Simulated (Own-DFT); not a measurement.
## Calculated data, SiC (4H silicon carbide, atoms displaced)

Computed with Own-DFT development build. A calculation, not a measurement: plane-wave PBE density functional theory by an unreviewed code, no spin, of a simulated periodic cell, stress positive in tension, free energy of the whole cell less one offset for each atom, forces on such cells passed a denser k mesh, this cell's mesh not checked; offsets are fitted by least squares, one for each functional and potential file, so energies compare only between cells with the same atoms and settings and are not formation energies; the far tail of each file's local potential was reset to the Coulomb form; each entry is a single point on an unrelaxed cell, so the pressure reflects the starting lattice, mostly measured values (interpolated for alloys), from which strain is counted, and rises with the displacements; printed positions are rounded, which can move forces by about a meV/angstrom; the program, named Own-DFT, is a retired in-house code; no spin-orbit coupling.

Settings shared by all entries: functional PBE; potential files PseudoDojo norm-conserving, scalar-relativistic, standard set; wave cutoff 42 hartree; occupations Fermi-Dirac; smearing width 0.1 eV; hardware one NVIDIA H100; k mesh 4 x 4 x 3 centred on Gamma.

(1) 
```xyz
72
Lattice="9.2481 0.0000 0.0000 -4.6241 8.0091 0.0000 0.0000 0.0000 10.0681" Properties=species:S:1:pos:R:3:force_x:R:1:force_y:R:1:force_z:R:1 formula=SiC free_energy_of_cell_above_offsets=13.310 pressure=11.53 stress_xx=-9.05 stress_yy=-10.91 stress_zz=-14.63 stress_yz=-0.26 stress_xz=-1 stress_xy=1.62 wall_time=377.2
Si     4.5923     7.8604     4.1079      0.498      4.071      2.129
Si    -0.0526     1.6539     1.6061      -0.62      3.008     -0.587
C     -4.5306     7.9399     0.9061     -0.507      0.123      2.478
C     -0.0711     1.7983     3.5022      2.659     -2.812     -1.397
Si    -1.3928     2.8331     4.0015     -4.678     -1.387        0.7
Si    -1.6739     4.5334     1.4351      4.955     -3.285      2.988
C      7.5838     2.6546     0.9039      1.597      0.034     -0.459
C     -1.6954     4.5518     3.5388      1.684     -1.115     -2.896
Si    -3.0911     5.4061     4.1988     -2.784     -1.303      -4.95
Si    -2.7970     7.2784     1.6095     -10.32      -7.23      3.775
C     -3.0732     5.3660     1.1582     -4.279      3.252     -4.522
C     -3.1267     7.1408     3.5080      2.423      0.733     -0.457
Si    -1.4978     7.9758     4.1877     -0.668      0.191     -0.577
Si     2.9495     1.6955     1.4409      2.278      4.913      2.967
C      3.0203     0.0311     0.9256      7.834      2.345     -4.174
C      3.2405     1.7470     3.4761     -6.685     -3.917     -3.133
Si     1.5760     2.5398     4.0705      0.376      0.486     -0.969
Si     1.6744     4.4368     1.4857      -3.06      2.862      4.106
C      1.4845     2.8399     0.9028     -0.253     -5.603      2.173
C      1.4496     4.2883     3.5360       0.66       2.69      -1.95
Si    -0.2184     5.3605     4.0430      4.194     -2.366      1.683
Si     0.0491     7.3248     1.5026     -0.178     -3.766      1.622
C     -0.0021     5.4670     0.9586      0.239      -0.96      0.424
C      0.0416     6.9707     3.4426     -0.029      5.258     -0.881
Si     6.1500     0.0880     4.0841      0.481     -0.658       1.53
Si     6.1396     1.6471     1.5102      0.342      4.462        2.6
C      1.7150     8.0043     0.8527     -2.794     -0.238      2.416
C      6.1515     1.8788     3.5036      0.726     -1.959     -1.337
Si     4.4962     2.5538     4.1637      5.888      5.131     -1.592
Si     4.5267     4.5232     1.4271      5.671     -3.412      6.348
C      4.6314     2.6415     1.0062     -1.502     -0.404     -1.902
C      4.6137     4.3818     3.4762     -1.547      1.518     -0.086
Si     3.0178     5.2797     4.2261      0.216     -1.707     -4.218
Si     3.0572     7.1464     1.6137      3.385     -2.359      0.752
C      3.1675     5.1924     0.7672     -3.824      4.214      4.923
C      3.1167     7.0915     3.5342     -2.805     -0.919     -0.985
Si    -4.5541     7.9691     9.1979     -0.176     -0.612     -2.258
Si     4.4628     6.2562     6.5734      1.862     -1.063     -0.193
C      9.1589     0.1112     6.2093      2.371     -2.691     -3.101
C      4.6559     6.0862     8.4282     -5.102      5.325     -0.653
Si     5.9105     5.2772     9.0606       8.56     -0.849      3.198
Si     6.2549     3.5864     6.5834     -2.578     -0.345     -1.627
C      6.1142     5.2614     5.8622      0.144      2.265      6.063
C      6.1754     3.6360     8.4141     -0.545     -2.882      0.804
Si     7.6231     2.6281     8.9926      1.475      3.489      3.012
Si     7.6677     0.8347     6.7850      -1.22      1.904     -4.263
C      7.6563     2.6948     5.8461      0.512     -1.412      2.033
C      7.8970     0.9804     8.4868     -2.043     -2.687      2.816
Si     1.5594     7.9625     9.2050     -0.166      0.598     -5.124
Si     1.5289     6.2751     6.6205     -0.811      -1.36      1.093
C      6.1337     0.0080     6.1601     -0.544      1.136     -2.086
C      1.5037     6.2111     8.5320      1.451      0.161      0.655
Si     3.1363     5.3699     9.2079     -1.831      0.149     -7.125
Si     3.0306     3.7000     6.6901       1.56     -7.036      0.064
C      2.9189     5.1602     5.9754      1.085      8.492      0.349
C      3.2638     3.6336     8.4959      -5.28      0.917     -0.014
Si     4.4923     2.7048     9.1959      4.098     -1.629      0.086
Si     4.4876     0.9930     6.6338       1.67     -0.282     -1.075
C      4.7109     2.7820     5.8747     -1.943     -1.462      4.472
C      4.4788     0.9838     8.4820      4.219      0.614      0.977
Si    -1.3955     8.0057     9.0891     -3.935     -3.254     -0.099
Si    -1.4889     6.0211     6.7597     -1.868      2.793     -5.861
C      2.9876     0.0198     6.0349       1.75      -1.49      0.284
C     -1.4499     6.1404     8.4043     -1.264      0.992       7.25
Si     0.0229     5.1302     9.2345     -1.006      11.78      1.795
Si    -0.1354     3.5251     6.4465      4.368      1.629      1.673
C      0.0250     5.4206     6.0089      -1.01     -1.948     -1.943
C      0.0978     3.7552     8.5342     -0.923     -12.54     -5.206
Si     1.4619     2.6795     9.2601      1.121     -0.015      -4.76
Si     1.6245     0.8988     6.8094      -2.27      1.001     -2.933
C      1.6537     2.7072     5.8396     -2.082     -1.244       4.71
C      1.5750     0.8108     8.6270      0.779      1.652      0.444
```

Units: free_energy_of_cell_above_offsets in eV; pressure, stress_xx, stress_yy, stress_zz, stress_yz, stress_xz, stress_xy in GPa; wall_time in s; force_x, force_y, force_z in eV/Å.

(2) 
```xyz
72
Lattice="9.2481 0.0000 0.0000 -4.6241 8.0091 0.0000 0.0000 0.0000 10.0681" Properties=species:S:1:pos:R:3:force_x:R:1:force_y:R:1:force_z:R:1 formula=SiC free_energy_of_cell_above_offsets=11.778 pressure=11.3 stress_xx=-6.99 stress_yy=-11.9 stress_zz=-15.02 stress_yz=-0.09 stress_xz=0.63 stress_xy=1.16 wall_time=375.7
Si     9.1950     0.0469     4.0302      0.327     -1.027        0.6
Si     0.0719     1.7771     1.6972     -2.701      1.062     -2.002
C     -0.0512     0.1314     0.9059      0.164     -1.257     -0.075
C     -0.1104     1.8485     3.5394      4.876     -2.724     -1.339
Si    -1.4465     2.7907     3.9736     -5.803     -0.916      3.676
Si    -1.5840     4.5082     1.4882      0.498       1.32     -0.828
C     -1.4946     2.7826     1.0488       -1.9     -3.299     -3.221
C     -1.5036     4.3587     3.2249     -1.219      3.993          4
Si    -3.1453     5.4955     4.1091      1.191     -3.952     -0.854
Si    -3.0765     7.0994     1.6203     -1.619      2.438     -1.886
C     -3.0595     5.5405     0.8593     -0.709     -4.632      4.229
C     -3.1307     7.1123     3.3914      0.386       2.59       1.72
Si     3.1300     0.1473     4.0526     -1.169     -4.906      2.465
Si     3.0920     1.6595     1.6298     -0.311      2.024     -0.735
C     -1.5568     7.9772     1.0016      0.112      0.363     -1.112
C      3.1002     1.7732     3.4788     -1.092      2.159     -0.428
Si     1.5342     2.6564     4.0624     -0.601      1.215      1.026
Si     1.6317     4.3784     1.5406     -2.859      4.358      3.426
C      1.4515     2.7629     0.9683      2.264     -3.888      5.123
C      1.5525     4.4382     3.5904      0.131      0.293      -2.15
Si    -0.0762     5.2923     4.1026       0.56      0.761     -0.307
Si     0.0025     7.1185     1.5454     -3.161     -3.419      2.702
C     -0.0223     5.2919     0.9073      0.884      1.074     -0.714
C     -0.1026     7.1072     3.5100       1.96      0.179     -1.602
Si     6.1854     0.0327     4.0309     -1.113     -1.402      0.531
Si     6.0463     1.8565     1.3265      5.736     -1.851      5.596
C      5.9500     0.0077     0.9517      4.005      2.186      7.307
C      6.1099     1.7950     3.6154      0.373      1.185     -2.566
Si     4.5256     2.6910     4.2900      2.745      -1.15     -2.619
Si     4.5796     4.2173     1.6101     -0.173      6.355      -1.83
C      4.6627     2.6647     0.8635     -4.622     -0.744      1.075
C      4.4711     4.2903     3.3303      2.811      0.961      4.183
Si     3.2148     5.2825     4.1009     -4.064      0.695     -0.605
Si     3.0722     7.2391     1.5721      0.215     -1.478     -1.818
C      3.0124     5.3933     1.0040      2.015     -1.204     -1.099
C      3.1335     7.0307     3.3176     -0.721      1.444      3.894
Si     9.0145     0.0572     8.9498      8.731      -3.29      4.015
Si     4.6335     6.2305     6.4644     -3.045      -0.22      4.906
C     -4.5290     7.9194     5.9414     -2.649      2.541     -1.797
C      4.6458     6.2713     8.4677      -0.61      -1.53       0.23
Si    -3.0524     5.3198     9.2655     -1.936      2.233     -6.073
Si     6.1217     3.5219     6.5868      1.971       2.17      1.132
C      6.0410     5.4137     5.9879       2.13     -3.474     -2.151
C      6.1210     3.6318     8.5077     -1.959     -1.039      0.192
Si     7.5408     2.7114     9.0535      3.957     -1.575      0.756
Si     7.6668     0.7963     6.5373     -0.449      2.022     -1.685
C     -1.5658     2.7972     5.9751      1.985     -1.951     -0.606
C      7.8237     0.9151     8.3123     -7.399      4.919      1.168
Si     1.4727     7.9994     9.4589      0.768      0.243     -13.26
Si     1.6504     6.3271     6.6140     -3.246      -0.93       0.95
C      1.4518     7.9547     5.9039      0.998      1.536      0.001
C      1.6947     6.5065     8.5084     -0.902     -5.226     -0.197
Si     3.0247     5.1793     9.1944      1.177      5.987      -1.03
Si     2.9072     3.6715     6.5359      4.044     -4.144      3.562
C      3.0410     5.2626     6.0274      1.708      4.706     -2.596
C      3.0345     3.5303     8.5423     -0.131      0.124     -0.843
Si     4.4843     2.6660     9.2248      1.726     -0.852     -5.902
Si     4.4290     0.8041     6.6613      4.228      1.308     -1.264
C      4.7169     2.6555     6.0692      -5.04     -0.941      0.241
C      4.5704     0.7051     8.4269      2.274      3.324      3.746
Si     3.1327     0.0139     9.1581     -4.091     -0.571     -0.835
Si    -1.7556     6.1797     6.7240      3.187      1.323     -3.757
C      2.9909     0.0442     6.0604     -0.936     -1.682     -2.897
C     -1.5870     6.2501     8.4361     -0.585     -0.315      3.736
Si    -0.1879     5.2247     9.0015       2.63      6.377      2.784
Si     0.1478     3.5401     6.6993      -4.86       2.16     -1.708
C     -0.1429     5.3854     5.9493      1.221     -0.769       1.84
C     -0.0440     3.6554     8.5081      1.072     -5.085     -0.058
Si     1.5906     2.8661     9.4038     -2.888     -3.411     -8.911
Si     1.5076     0.9082     6.5809      0.108      1.409      1.619
C      1.5487     2.7684     5.9559     -0.505     -3.523     -1.399
C      1.5191     1.0209     8.4388     -0.101     -0.663      2.325
```

Units: free_energy_of_cell_above_offsets in eV; pressure, stress_xx, stress_yy, stress_zz, stress_yz, stress_xz, stress_xy in GPa; wall_time in s; force_x, force_y, force_z in eV/Å.
